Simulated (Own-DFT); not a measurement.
# How strain changes the stress of wurtzite GaN, 96 atoms (Ga48N48)

All numbers below are calculated, not measured. The program, named Own-DFT, is a retired in-house plane-wave density functional code that no person has reviewed. Each row is one single-point run on a periodic cell that was not relaxed, without spin or spin-orbit coupling.

Settings of every run: PBE; PseudoDojo norm-conserving scalar-relativistic files (stringent for Ga); cutoff 96 hartree; 3 x 4 x 3 k mesh centred on Gamma; Gaussian smearing of 0.01 eV.

Known limits: forces on such cells passed a denser k mesh, each cell not checked; stress not checked against mesh or cutoff.

Unstrained cell vectors in Å: (12.756, 0.000, 0.000); (-4.783, 8.285, 0.000); (0.000, 0.000, 10.370). The unstrained cell has measured lattice constants (interpolated for alloys), not those of this functional. That, the random moves and any unrelaxed bonds set the pressure at no strain. Each run strains this cell uniformly, with the atoms carried along. Every atom was also moved at random, by a Gaussian of width 0.05 Å on each axis. Strain is the symmetric tensor, in per cent. Stress is positive in tension, and the pressure is minus a third of its trace.

| run | e_xx (%) | e_yy (%) | e_zz (%) | e_yz (%) | e_xz (%) | e_xy (%) | s_xx (GPa) | s_yy (GPa) | s_zz (GPa) | s_yz (GPa) | s_xz (GPa) | s_xy (GPa) | P (GPa) | E (meV/atom) |
|---|---|---|---|---|---|---|---|---|---|---|---|---|---|---|
| 1 | 0.59 | 0.90 | 0.36 | -0.12 | -1.64 | 0.52 | -3.49 | -2.30 | -5.81 | -0.26 | -3.34 | 0.95 | 3.87 | 15.3 |
| 2 | 1.64 | -1.40 | 0.61 | -1.78 | -1.84 | -1.00 | -1.43 | -10.39 | -4.21 | -3.04 | -3.24 | -2.47 | 5.34 | 13.6 |
| 3 | 1.41 | -1.91 | -1.05 | -0.31 | 0.69 | -1.64 | -2.48 | -14.57 | -13.06 | -0.30 | 1.34 | -4.05 | 10.03 | 18.5 |
| 4 | -1.88 | 0.47 | 0.66 | 0.41 | -1.22 | -0.26 | -13.37 | -6.90 | -5.75 | 1.75 | -2.64 | 0.74 | 8.67 | 23.5 |
| 5 | -1.32 | -0.08 | 1.43 | 0.76 | 0.91 | -1.46 | -12.66 | -8.25 | -1.86 | 1.66 | 2.27 | -4.49 | 7.59 | 25.9 |
| 6 | 1.93 | 0.22 | -0.49 | 0.19 | -1.89 | -1.29 | 0.48 | -2.68 | -9.10 | 0.06 | -3.69 | -4.17 | 3.77 | 2.9 |
| 7 | 1.13 | -1.32 | -1.43 | -0.49 | 0.71 | 1.23 | -4.60 | -13.35 | -15.03 | -0.57 | 0.92 | 3.85 | 10.99 | 40.5 |
| 8 | -1.07 | 0.73 | -0.71 | -1.19 | -0.65 | 1.91 | -10.71 | -6.29 | -12.20 | -2.11 | -2.47 | 5.18 | 9.73 | 37.1 |
| 9 | -1.77 | -0.58 | 0.28 | 0.78 | 1.66 | 1.28 | -14.69 | -12.08 | -8.56 | 1.76 | 3.57 | 3.50 | 11.78 | 40.3 |
| 10 | 1.42 | 0.71 | 1.38 | -1.30 | 1.15 | 0.51 | 0.96 | -1.69 | -0.76 | -2.17 | 2.26 | 1.70 | 0.49 | 0.0 |
| 11 | 0.92 | 1.05 | -1.16 | -1.59 | 0.23 | -0.89 | -3.29 | -2.24 | -11.36 | -3.65 | 0.43 | -1.61 | 5.63 | 12.3 |
| 12 | 0.89 | -0.09 | -0.63 | -0.58 | -1.53 | 0.02 | -2.95 | -7.08 | -10.17 | -1.46 | -3.18 | 0.31 | 6.73 | 9.3 |
| 13 | 1.51 | 0.44 | -0.49 | 0.96 | -0.49 | 1.24 | -0.03 | -3.48 | -9.43 | 1.65 | -1.15 | 4.03 | 4.31 | 4.8 |
| 14 | -0.31 | -1.04 | 0.43 | -1.88 | 0.10 | 0.53 | -10.13 | -11.56 | -7.06 | -3.89 | -0.37 | 1.94 | 9.58 | 38.7 |
| 15 | 1.61 | -0.72 | -0.09 | 1.35 | -0.38 | 1.60 | -1.66 | -8.29 | -6.46 | 3.17 | -1.42 | 4.96 | 5.47 | 12.0 |
| 16 | 0.29 | -0.35 | -0.63 | -1.03 | -0.60 | -0.72 | ? | ? | ? | ? | ? | ? | ? | ? |

E is the free energy for each atom above the lowest run shown.

## Worked fit

Each stress component was fitted by least squares to a constant and the strains of the runs shown, as fractions, with shears doubled. Shear strains stay in the fit of a normal stress only where such slopes are resolved. The slopes, in GPa:

| stress | at no strain | per e_xx | per e_yy | per e_zz | scatter |
|---|---|---|---|---|---|
| s_xx | -7.0 | 416 ± 15 | 105 ± 21 | 39 ± 23 | 0.72 |
| s_yy | -7.2 | 142 ± 11 | 443 ± 15 | 83 ± 17 | 0.52 |
| s_zz | -8.0 | 75 ± 13 | 48 ± 18 | 472 ± 20 | 0.60 |

Each shear stress against twice its own strain: yz 101 ± 5, xz 103 ± 4, xy 139 ± 8 GPa. These are stiffnesses along x, y and z of the frame in which the cell vectors are given, which need not be the crystal's axes. The atoms are held to the strained lattice; where symmetry lets them move under strain, relaxing them would lower some slopes. The table should be nearly symmetric about its diagonal, and what it lacks of that shows the noise. A ninth of its sum, 202 ± 5 GPa, estimates the bulk modulus near the mean pressure of these runs, 6.9 GPa, so it lies above the value at zero pressure.

## Withheld run

Question: what normal stresses and pressure should run 16 give?

The fit gives s_xx = -6.4, s_yy = -8.9, s_zz = -10.9 and P = 8.7 GPa. The calculation gave -7.59, -8.31, -9.25 and P = 8.38 GPa.
